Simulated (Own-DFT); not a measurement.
Simulation results for AlN (wurtzite, atoms displaced)

A calculation, not a measurement: plane-wave PBE density functional theory by an unreviewed code, no spin, of a simulated periodic cell, stress positive in tension, free energy of the whole cell less one offset for each atom, forces on such cells passed a denser k mesh, this cell's mesh not checked; offsets are fitted by least squares, one for each functional and potential file, so energies compare only between cells with the same atoms and settings and are not formation energies; the far tail of each file's local potential was reset to the Coulomb form; each entry is a single point on an unrelaxed cell, so the pressure reflects the starting lattice, mostly measured values (interpolated for alloys), from which strain is counted, and rises with the displacements; printed positions are rounded, which can move forces by about a meV/angstrom; the program, named Own-DFT, is a retired in-house code; no spin-orbit coupling. Program: Own-DFT development build.

Common to all runs: functional PBE; potential files PseudoDojo norm-conserving, scalar-relativistic, standard set; wave cutoff 42 hartree; occupations Fermi-Dirac; smearing width 0.1 eV; hardware one NVIDIA H100; k mesh 2 x 2 x 2 centred on Gamma.

(1) AlN (wurtzite, atoms displaced)

```
cell vectors (Å)
  12.4480     0.0000     0.0000
  -6.2240    10.7803     0.0000
   0.0000     0.0000     9.9640
atoms (fractions of the cell vectors)
Al  0.08584  0.16917  0.99911
Al  0.16497  0.07980  0.25021
N   0.08357  0.16756  0.18899
N   0.16701  0.08327  0.44071
Al  0.08355  0.16710  0.50017
Al  0.16792  0.08503  0.74844
N   0.08431  0.17000  0.69252
N   0.16699  0.08469  0.94349
Al  0.08429  0.41714  0.99872
Al  0.16762  0.33557  0.25178
N   0.08475  0.41384  0.19046
N   0.16774  0.33194  0.43796
Al  0.08153  0.41624  0.50066
Al  0.16958  0.33579  0.75111
N   0.08144  0.41706  0.69188
N   0.16394  0.33071  0.93936
Al  0.08146  0.66530  0.99873
Al  0.16657  0.58253  0.25078
N   0.08520  0.66925  0.19273
N   0.16561  0.58027  0.44110
Al  0.08568  0.66541  0.50041
Al  0.16601  0.58309  0.75205
N   0.08381  0.66865  0.68717
N   0.16741  0.58409  0.93888
Al  0.08586  0.91753  0.00070
Al  0.16512  0.83195  0.24906
N   0.08596  0.91833  0.18880
N   0.16441  0.83214  0.44102
Al  0.08607  0.91838  0.50081
Al  0.16993  0.83571  0.75060
N   0.08560  0.91950  0.69469
N   0.16561  0.83339  0.93962
Al  0.33673  0.16848  0.99722
Al  0.41232  0.08103  0.25323
N   0.33147  0.16711  0.18957
N   0.41687  0.08210  0.43868
Al  0.33284  0.16541  0.50089
Al  0.42058  0.08879  0.75009
N   0.33289  0.16910  0.68975
N   0.42049  0.08821  0.94042
Al  0.33254  0.41735  0.00279
Al  0.41767  0.33231  0.25100
N   0.33401  0.41538  0.19006
N   0.41843  0.33631  0.44508
Al  0.33262  0.41411  0.50268
Al  0.41772  0.33391  0.75096
N   0.33619  0.41609  0.69161
N   0.41792  0.33498  0.94138
Al  0.33269  0.66301  0.99712
Al  0.41696  0.58363  0.24852
N   0.33305  0.66585  0.18913
N   0.41478  0.58427  0.44323
Al  0.33172  0.66451  0.50027
Al  0.41089  0.58023  0.75253
N   0.33198  0.66861  0.69337
N   0.41864  0.58757  0.94156
Al  0.33209  0.91561  0.00130
Al  0.41634  0.83306  0.25130
N   0.32958  0.91176  0.19348
N   0.41885  0.83699  0.43997
Al  0.33072  0.91768  0.50106
Al  0.41684  0.83615  0.75060
N   0.33215  0.91547  0.68970
N   0.41788  0.83283  0.93994
Al  0.58212  0.16485  0.99764
Al  0.66649  0.08313  0.24849
N   0.58705  0.17095  0.18947
N   0.66927  0.08607  0.44090
Al  0.58815  0.16813  0.49746
Al  0.66688  0.08453  0.75111
N   0.58053  0.16659  0.68809
N   0.66633  0.08279  0.93610
Al  0.58175  0.41750  0.99796
Al  0.66673  0.33230  0.25112
N   0.58551  0.41473  0.19600
N   0.66252  0.33106  0.44061
Al  0.58097  0.41640  0.49982
Al  0.66718  0.33255  0.75333
N   0.58286  0.41798  0.69114
N   0.66828  0.33374  0.94281
Al  0.58328  0.66867  0.00103
Al  0.66755  0.58492  0.25223
N   0.58614  0.66563  0.18920
N   0.66486  0.58389  0.44247
Al  0.58489  0.66647  0.50416
Al  0.66955  0.58486  0.74740
N   0.58471  0.66699  0.69350
N   0.66435  0.58048  0.93980
Al  0.58372  0.91622  0.00004
Al  0.66820  0.83322  0.25096
N   0.58612  0.91924  0.18877
N   0.66507  0.83174  0.44210
Al  0.58372  0.91766  0.50127
Al  0.66483  0.83154  0.75317
N   0.58341  0.91718  0.69311
N   0.66994  0.83380  0.93912
Al  0.83376  0.16720  0.99867
Al  0.91889  0.08210  0.24891
N   0.83580  0.17060  0.19340
N   0.91844  0.08374  0.44185
Al  0.83357  0.17044  0.50010
Al  0.91660  0.08200  0.75010
N   0.83432  0.16781  0.69297
N   0.91504  0.08281  0.93800
Al  0.83336  0.41621  0.99498
Al  0.91687  0.33382  0.25234
N   0.83490  0.41721  0.19110
N   0.91713  0.33108  0.44064
Al  0.83266  0.41798  0.50156
Al  0.92064  0.33952  0.75100
N   0.83393  0.41722  0.69112
N   0.91707  0.33272  0.94011
Al  0.83125  0.66301  0.99990
Al  0.91727  0.58053  0.24897
N   0.83470  0.66855  0.19383
N   0.91840  0.58745  0.44123
Al  0.83341  0.66586  0.50082
Al  0.91419  0.58377  0.75039
N   0.83096  0.66470  0.68683
N   0.91522  0.58407  0.94180
Al  0.83370  0.91451  0.99782
Al  0.91779  0.83456  0.25173
N   0.83499  0.91696  0.19177
N   0.91504  0.83332  0.44156
Al  0.83618  0.92156  0.50209
Al  0.91480  0.82987  0.74687
N   0.83080  0.91275  0.69260
N   0.91706  0.83295  0.93832
```

* free energy of cell above offsets: -62.244 eV
* pressure: 3.79 GPa
* stress xx: -3.62 GPa
* stress yy: -3.65 GPa
* stress zz: -4.11 GPa
* stress yz: -0.1 GPa
* stress xz: 0.05 GPa
* stress xy: 0.11 GPa
* wall time: 378.1 s

Force:
```tsv
element	x (eV/Å)	y (eV/Å)	z (eV/Å)
Al	-0.542	-0.969	0.171
Al	-0.236	1.095	-0.312
N	0.354	-0.026	0.368
N	0.029	0.047	0.08
Al	0.075	0.016	0.124
Al	-0.427	0.043	0.694
N	0.235	-0.343	-0.375
N	0.56	0.026	-0.647
Al	-0.196	-0.305	0.31
Al	0.529	-0.819	-0.459
N	-0.781	0.892	-0.102
N	-0.423	0.384	0.969
Al	0.666	-0.391	-0.025
Al	-0.415	-0.392	-0.3
N	0.998	0.407	-0.243
N	0.49	1.254	0.138
Al	0.239	0.449	0.355
Al	0.09	-0.059	-0.32
N	0.051	-1.018	-0.613
N	-0.035	0.319	-0.131
Al	-0.694	0.307	-0.278
Al	-0.34	0.441	-0.728
N	-0.071	-0.38	1.084
N	-0.314	-0.334	0.491
Al	-0.78	0.032	-0.525
Al	-0.157	0.248	0.501
N	-0.302	-0.666	0.389
N	0.358	0.117	-0.114
Al	-0.682	-0.543	0.248
Al	-0.64	-0.38	-0.21
N	-0.12	-0.482	-0.688
N	0.538	-0.181	0.279
Al	-0.845	-0.071	0.619
Al	0.647	0.421	-1.004
N	0.502	-0.268	0.207
N	-0.144	0.395	0.76
Al	0.217	0.491	-0.359
Al	-0.69	-1.035	-0.268
N	0.495	-0.277	0.299
N	-0.366	-1.193	-0.167
Al	0.18	-0.117	-0.481
Al	-0.047	0.132	0.174
N	-0.063	0.356	0.328
N	-0.337	-1.035	-0.71
Al	-0.231	0.714	-0.47
Al	0.204	0.146	-0.036
N	-0.905	0.131	0.233
N	-0.438	-0.089	-0.125
Al	-0.576	1.192	0.523
Al	0.247	-0.076	0.491
N	0.024	0.052	0.088
N	0.699	-0.46	-0.306
Al	0.037	0.865	0.194
Al	1.033	0.956	-0.556
N	0.218	-0.412	-0.271
N	0.153	-1.236	-0.02
Al	0.319	0.145	-0.123
Al	0.367	-0.014	-0.263
N	0.251	0.934	-0.563
N	-0.409	-0.709	0.395
Al	0.612	-0.312	-0.379
Al	0.325	-0.278	-0.113
N	0.122	1.044	0.342
N	-0.473	0.041	0.379
Al	0.725	0.611	0.7
Al	0.214	0.608	0.111
N	-0.569	-1.417	0.049
N	0.05	-0.574	-0.188
Al	-1.065	-0.439	0.214
Al	0.174	-0.065	-0.748
N	0.944	0.408	0.221
N	-0.068	0.096	1.069
Al	0.708	-0.235	0.896
Al	0.312	0.356	-0.159
N	-0.76	0.63	-0.858
N	0.762	0.81	0.255
Al	0.583	0.268	0.244
Al	-0.457	0.21	-0.611
N	0.625	-0.313	0.122
N	-0.483	-0.165	-0.396
Al	0.722	-0.204	-0.412
Al	0.459	-0.528	-0.053
N	-0.862	0.318	0.271
N	0.554	-0.191	-0.014
Al	-0.765	0.163	-0.184
Al	-0.903	-0.495	0.489
N	-0.692	-0.414	0.094
N	0.093	0.706	-0.009
Al	0.212	0.13	-0.39
Al	-0.111	0.059	0.089
N	-0.203	-0.672	0.31
N	0.229	0.533	-0.074
Al	0.191	-0.031	0.045
Al	0.046	0.253	-0.68
N	-0.024	0.043	-0.25
N	-0.758	-0.169	0.755
Al	0.019	-0.25	0.288
Al	-0.593	0.578	0.102
N	0.088	-0.939	-0.544
N	-0.437	0.445	-0.144
Al	0.737	-1.013	0.425
Al	-0.211	0.092	-0.148
N	-0.185	0.348	-0.361
N	0.462	0.027	0.689
Al	0.19	-0.074	1.073
Al	0.229	0.055	-0.536
N	-0.008	-0.201	-0.297
N	-0.651	1.153	0.253
Al	-0.007	-0.041	-0.556
Al	-0.293	-1.518	-0.021
N	-0.274	0.107	0.178
N	-0.049	0.561	0.04
Al	-0.57	0.948	0.511
Al	-0.503	0.796	0.305
N	0.199	-0.436	-0.46
N	0.416	-1.053	-0.069
Al	-0.398	0.389	-0.806
Al	0.632	0.292	-0.364
N	0.595	0.22	0.635
N	0.51	-0.349	-0.448
Al	0.212	0.594	0.238
Al	0.174	-0.15	-0.107
N	-0.16	-0.137	-0.383
N	0.493	0.358	0.324
Al	-0.313	-1.13	-0.085
Al	0.212	0.68	0.381
N	0.096	0.638	-0.231
N	0.325	-0.504	0.263
```

(2) AlN (wurtzite, atoms displaced)

```
cell vectors (Å)
  12.4480     0.0000     0.0000
  -6.2240    10.7803     0.0000
   0.0000     0.0000     9.9640
atoms (fractions of the cell vectors)
Al  0.08392  0.16824  0.99438
Al  0.16800  0.08433  0.24843
N   0.08695  0.16930  0.19335
N   0.16398  0.07954  0.43825
Al  0.08616  0.16922  0.49726
Al  0.16885  0.08813  0.74798
N   0.08212  0.16553  0.69266
N   0.16621  0.08312  0.93973
Al  0.08528  0.41737  0.99702
Al  0.16777  0.33314  0.25045
N   0.08139  0.41487  0.19066
N   0.16600  0.33354  0.44214
Al  0.08398  0.41751  0.49921
Al  0.16806  0.33422  0.74761
N   0.08600  0.41875  0.69254
N   0.16923  0.33569  0.94134
Al  0.08164  0.67039  0.99812
Al  0.16703  0.58362  0.25010
N   0.08170  0.66709  0.19199
N   0.16722  0.58474  0.43961
Al  0.08582  0.66929  0.49530
Al  0.16590  0.58160  0.75124
N   0.08508  0.66840  0.68916
N   0.16813  0.58297  0.94211
Al  0.08380  0.91484  0.99887
Al  0.16245  0.83094  0.24918
N   0.08207  0.91667  0.19457
N   0.16562  0.83471  0.43958
Al  0.07959  0.91555  0.49652
Al  0.16526  0.83308  0.75202
N   0.08120  0.91420  0.69191
N   0.16669  0.83089  0.94172
Al  0.33198  0.16281  0.00049
Al  0.41760  0.08171  0.24846
N   0.33612  0.16827  0.19154
N   0.41450  0.08279  0.43979
Al  0.33330  0.16597  0.49825
Al  0.41728  0.08410  0.74769
N   0.33244  0.16485  0.69105
N   0.41796  0.08457  0.94026
Al  0.33539  0.41474  0.00322
Al  0.41710  0.33330  0.25013
N   0.33363  0.41567  0.19437
N   0.41763  0.33463  0.44014
Al  0.33163  0.41650  0.50227
Al  0.41885  0.33723  0.74743
N   0.33097  0.41387  0.69211
N   0.41437  0.33258  0.94174
Al  0.33288  0.66801  0.99931
Al  0.41566  0.58263  0.25048
N   0.33167  0.66439  0.19014
N   0.42024  0.58328  0.43666
Al  0.33147  0.66457  0.50123
Al  0.41689  0.58446  0.75264
N   0.33272  0.66550  0.69139
N   0.41577  0.58343  0.94001
Al  0.33483  0.91687  0.00195
Al  0.41645  0.83443  0.24974
N   0.33305  0.91682  0.19358
N   0.41409  0.82950  0.43592
Al  0.33233  0.91499  0.49940
Al  0.41218  0.82965  0.74982
N   0.33272  0.91648  0.69625
N   0.41471  0.83359  0.94672
Al  0.58195  0.16631  0.00032
Al  0.66560  0.08403  0.24927
N   0.58085  0.16353  0.19123
N   0.66815  0.08542  0.44314
Al  0.58021  0.16615  0.49746
Al  0.66512  0.08059  0.75346
N   0.58331  0.16613  0.69065
N   0.66802  0.08192  0.94440
Al  0.58164  0.41426  0.00152
Al  0.66707  0.33272  0.24867
N   0.58712  0.41551  0.19031
N   0.66483  0.33094  0.43888
Al  0.58382  0.41658  0.50234
Al  0.66698  0.33408  0.75482
N   0.58255  0.41572  0.68994
N   0.66972  0.33577  0.93962
Al  0.58067  0.66481  0.00041
Al  0.66663  0.58284  0.24921
N   0.58623  0.66749  0.18628
N   0.66591  0.58559  0.43770
Al  0.58181  0.66512  0.49831
Al  0.66640  0.58216  0.75120
N   0.58230  0.66759  0.69349
N   0.66559  0.58130  0.93935
Al  0.58125  0.91647  0.99952
Al  0.66715  0.83407  0.24882
N   0.58513  0.91913  0.18854
N   0.66637  0.83385  0.43866
Al  0.58522  0.91673  0.50447
Al  0.66798  0.83384  0.75198
N   0.58354  0.91651  0.69046
N   0.66754  0.83411  0.93890
Al  0.83185  0.16345  0.00289
Al  0.91285  0.08311  0.24962
N   0.83354  0.17031  0.19168
N   0.91812  0.08152  0.44012
Al  0.83643  0.16786  0.50200
Al  0.91827  0.08327  0.75076
N   0.82884  0.16548  0.68603
N   0.91722  0.08606  0.93966
Al  0.83472  0.41534  0.00147
Al  0.91330  0.32790  0.25255
N   0.83629  0.41780  0.19359
N   0.91859  0.33705  0.43782
Al  0.83565  0.41561  0.49596
Al  0.91682  0.33035  0.75083
N   0.83355  0.41483  0.69254
N   0.91630  0.33245  0.94153
Al  0.83495  0.66532  0.99980
Al  0.91571  0.58370  0.25018
N   0.83118  0.66250  0.18869
N   0.91620  0.58494  0.44361
Al  0.83431  0.66517  0.49785
Al  0.91595  0.58242  0.75038
N   0.83356  0.66642  0.68917
N   0.91620  0.58081  0.93339
Al  0.83346  0.91845  0.00529
Al  0.91697  0.83277  0.25309
N   0.83401  0.91331  0.18883
N   0.91655  0.83173  0.44493
Al  0.83246  0.91487  0.50314
Al  0.91860  0.83601  0.74597
N   0.83519  0.91746  0.69020
N   0.91484  0.83309  0.94105
```

* pressure: ?

## Withheld values
1. Give the missing pressure for AlN (wurtzite, atoms displaced) (entry 2).

Answers
1. 3.8 GPa

Further results for AlN (wurtzite, atoms displaced) (entry 2):

- free energy of cell above offsets: -62.124 eV
- stress xx: -3.9 GPa
- stress yy: -3.4 GPa
- stress zz: -4.1 GPa
- stress yz: -0.08 GPa
- stress xz: 0 GPa
- stress xy: 0.22 GPa
- wall time: 366.5 s

Force:
```tsv
element	x (eV/Å)	y (eV/Å)	z (eV/Å)
Al	0.206	0.119	1.049
Al	-0.034	-0.064	0.07
N	-0.786	-0.692	-0.76
N	0.182	0.951	0.418
Al	-0.148	-0.923	0.231
Al	0.191	-1.336	0.228
N	0.03	0.651	-0.617
N	0.153	-0.203	0.103
Al	-0.346	-0.207	0.751
Al	-0.545	0.28	-0.175
N	0.244	0.139	0.115
N	0.149	0.3	-0.025
Al	-0.223	0.244	0.119
Al	-0.341	-0.257	0.728
N	-0.279	-0.756	-0.514
N	0.122	-0.295	-0.424
Al	0.773	-1.548	0.314
Al	-0.264	-0.473	-0.467
N	0.135	-0.219	-0.404
N	0.127	-0.358	0.152
Al	-0.431	-0.224	0.866
Al	-0.419	0.651	0.059
N	0.065	-0.373	0.069
N	-0.756	0.442	-0.218
Al	-0.745	0.24	0.181
Al	0.56	0.648	0.251
N	0.188	-0.018	-0.815
N	0.218	-0.06	-0.003
Al	0.882	0.136	0.885
Al	0.044	-0.071	-0.476
N	0.449	1.087	-0.42
N	-0.091	1.043	0.083
Al	-0.244	0.734	-0.092
Al	-0.691	0.18	0.43
N	-0.129	-0.491	-0.184
N	0.344	-0.324	0.057
Al	-0.391	0.027	0.07
Al	0.108	-0.066	0.311
N	0.051	0.824	-0.357
N	-0.077	-0.458	0.038
Al	-0.83	0.517	-0.164
Al	0.487	0.173	0.098
N	0.131	0.228	-0.409
N	-0.228	-0.278	0.409
Al	0.604	0.163	-0.516
Al	-0.051	-1.066	0.576
N	0.283	0.954	-0.383
N	0.774	-0.336	-0.302
Al	0.212	-0.561	0.423
Al	0.397	0.29	-0.601
N	0.184	0.539	0.048
N	-1.162	-0.308	0.983
Al	0.531	0.221	-0.484
Al	0.102	-0.368	-0.282
N	-0.01	-0.152	-0.104
N	-0.027	-0.22	0.467
Al	-0.566	0.217	0.022
Al	0.391	-0.478	-0.411
N	-0.338	-0.28	-0.495
N	0.277	0.619	1.287
Al	-0.072	0.083	0.16
Al	0.508	0.695	0.425
N	0.02	-0.127	-0.898
N	0.438	-0.081	-1.105
Al	0.497	0.26	-0.152
Al	0.255	-0.215	0.594
N	0.286	0.695	-0.317
N	-0.024	-0.366	-0.511
Al	0.658	-0.022	0.561
Al	-0.248	0.533	-0.506
N	-0.099	0.104	0.202
N	-0.668	0.236	-0.395
Al	0.135	0.389	-0.31
Al	0.28	-0.114	0.225
N	-1.024	0.089	0.049
N	0.175	0.579	0.152
Al	0.101	0.174	-0.801
Al	0.393	-0.288	-1.194
N	0.235	0.236	0.269
N	-0.359	-0.685	0.952
Al	0.611	0.403	-0.683
Al	-0.077	-0.155	-0.244
N	-0.679	-0.209	0.834
N	0.57	-0.545	0.484
Al	0.292	0.608	0.484
Al	0.065	0.474	-0.268
N	0.292	-0.285	-0.606
N	0	0.006	0.449
Al	0.614	-0.297	0.045
Al	-0.11	-0.218	-0.096
N	-0.09	-0.399	0.355
N	0.215	-0.137	0.363
Al	-0.552	0.12	-1.087
Al	0.02	-0.044	-0.28
N	-0.331	-0.484	0.723
N	-0.28	0.018	0.698
Al	0.012	1.006	-0.374
Al	1.17	-0.001	0.063
N	0.053	-1.56	-0.139
N	-0.415	0.306	0.124
Al	-0.461	-0.162	-0.817
Al	-0.86	-0.018	-0.385
N	1.137	-0.078	1.283
N	0.139	-0.538	0.389
Al	0.021	0.335	-0.088
Al	0.454	1.873	-0.595
N	-0.372	-0.465	-0.336
N	0.652	-0.934	0.746
Al	-1.071	0.235	0.939
Al	-0.457	0.37	-0.039
N	-0.026	0.06	-0.577
N	0.332	-0.397	-0.052
Al	-0.639	0.021	-0.557
Al	0.235	-0.268	0.338
N	0.188	0.859	0.391
N	0.723	-0.493	-0.789
Al	-0.815	0.057	0.677
Al	0.244	0.044	-1.287
N	-0.273	-0.02	0.128
N	-0.013	0.351	1.712
Al	0.281	-0.474	-1.41
Al	-0.097	-0.437	-0.288
N	-0.543	0.828	0.992
N	-0.684	-0.081	-0.782
Al	-0.084	0.182	-0.605
Al	-0.208	-0.953	0.825
N	-0.509	0.074	0.239
N	0.396	0.09	-0.084
```
